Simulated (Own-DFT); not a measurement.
# Strain and stress in 2H SiC, 72 atoms (C36Si36)

These are calculations, not measurements. They come from Own-DFT, an in-house plane-wave density functional program, since retired, whose code no person has reviewed. Each row is one single-point run on a periodic cell that was not relaxed, without spin or spin-orbit coupling.

Settings of every run: PBE; PseudoDojo norm-conserving scalar-relativistic files; cutoff 42 hartree; 4 x 4 x 3 k mesh centred on Gamma; Fermi-Dirac smearing of 0.1 eV.

Known limits: forces on such cells passed a denser k mesh, each cell not checked; stress not checked against mesh or cutoff.

Unstrained cell vectors in Å: (9.248, 0.000, 0.000); (-4.624, 8.009, 0.000); (0.000, 0.000, 10.068). The unstrained cell has measured lattice constants (interpolated for alloys), not those of this functional. That, the random moves and any unrelaxed bonds set the pressure at no strain. Each run strains this cell uniformly, with the atoms carried along. Every atom was also moved at random, by a Gaussian of width 0.05 Å on each axis. Strain is the symmetric tensor, in per cent. Stress is positive in tension, and the pressure is minus a third of its trace.

```
run,e_xx (%),e_yy (%),e_zz (%),e_yz (%),e_xz (%),e_xy (%),s_xx (GPa),s_yy (GPa),s_zz (GPa),s_yz (GPa),s_xz (GPa),s_xy (GPa),P (GPa),E (meV/atom)
1,0.07,0.44,1.66,0.14,1.82,-0.98,-5.02,-1.02,1.82,0.43,6.05,-5.27,1.41,32.5
2,-0.07,0.98,-1.84,-0.17,1.34,-0.98,-5.88,2.16,-19.51,-0.95,3.89,-3.29,7.74,27.0
3,0.07,-1.55,1.03,0.37,-0.87,-0.07,-3.88,-13.42,-2.02,0.64,-2.20,1.06,6.44,15.2
4,1.54,0.31,0.56,1.84,0.87,0.72,3.53,-1.12,-3.45,5.86,2.96,3.56,0.35,18.1
5,0.79,-1.80,-1.07,1.98,-0.70,-0.28,-0.76,-15.03,-15.20,6.06,-2.39,-1.23,10.33,29.0
6,-1.36,-1.20,-1.65,-1.96,1.68,-0.28,-15.32,-14.84,-18.40,-6.99,4.64,-2.54,16.19,57.1
7,0.80,0.93,-1.31,0.05,1.83,-1.20,-0.18,-0.19,-14.04,-1.09,4.55,-6.88,4.80,28.4
8,1.29,-0.94,1.47,0.18,1.20,-0.43,2.00,-7.46,2.22,-0.23,3.79,-1.68,1.08,0.0
9,0.95,-0.97,-1.60,-0.82,-0.29,1.52,0.08,-10.14,-17.58,-2.43,-0.98,7.27,9.21,22.7
10,0.46,1.74,-1.40,1.11,1.92,-0.92,-1.42,4.34,-12.34,3.83,6.08,-3.45,3.14,8.6
11,-1.35,-0.51,-0.43,1.18,1.54,1.61,-12.82,-9.87,-9.50,4.17,4.77,7.85,10.73,22.9
12,0.27,-0.62,0.92,1.77,-1.42,0.46,-4.37,-7.44,-1.12,6.62,-4.73,1.97,4.31,16.7
13,-1.42,-1.92,-1.90,-1.19,-0.24,-0.65,-14.29,-18.56,-24.54,-5.13,-0.52,-2.41,19.13,69.8
14,-1.68,-1.54,-1.16,-1.57,1.09,1.34,-17.37,-16.32,-15.42,-5.14,2.92,5.14,16.37,51.0
15,-1.76,-0.23,-0.89,-1.92,-1.82,-0.84,-16.15,-5.85,-15.74,-5.63,-7.05,-2.38,12.58,42.0
16,0.15,0.35,-0.08,-1.45,-1.00,-0.34,-3.43,-1.15,-7.55,-4.20,-3.28,-1.00,4.05,4.5
17,-0.20,-1.05,-0.74,1.51,0.90,-1.28,?,?,?,?,?,?,?,?
```

E is the free energy for each atom above the lowest run shown.

## Worked fit

Each stress component was fitted by least squares to a constant and the strains of the runs shown, as fractions, with shears doubled. Shear strains stay in the fit of a normal stress only where such slopes are resolved. The slopes, in GPa:

```
stress  at no strain  per e_xx  per e_yy  per e_zz  scatter
  s_xx          -5.3  614 ± 23   34 ± 21    9 ± 19     0.84
  s_yy          -4.4   81 ± 30  606 ± 28   64 ± 25     1.11
  s_zz          -7.3   63 ± 41   92 ± 38  625 ± 35     1.52
```

Each shear stress against twice its own strain: yz 164 ± 5, xz 161 ± 6, xy 227 ± 14 GPa. These are stiffnesses along x, y and z of the frame in which the cell vectors are given, which need not be the crystal's axes. The atoms are held to the strained lattice; where symmetry lets them move under strain, relaxing them would lower some slopes. The table should be nearly symmetric about its diagonal, and what it lacks of that shows the noise. A ninth of its sum, 243 ± 5 GPa, estimates the bulk modulus near the mean pressure of these runs, 8.0 GPa, so it lies above the value at zero pressure.

## Withheld run

Question: what normal stresses and pressure should run 17 give?

The fit gives s_xx = -7.0, s_yy = -11.4, s_zz = -13.0 and P = 10.5 GPa. The calculation gave -7.14, -9.42, -13.88 and P = 10.15 GPa.
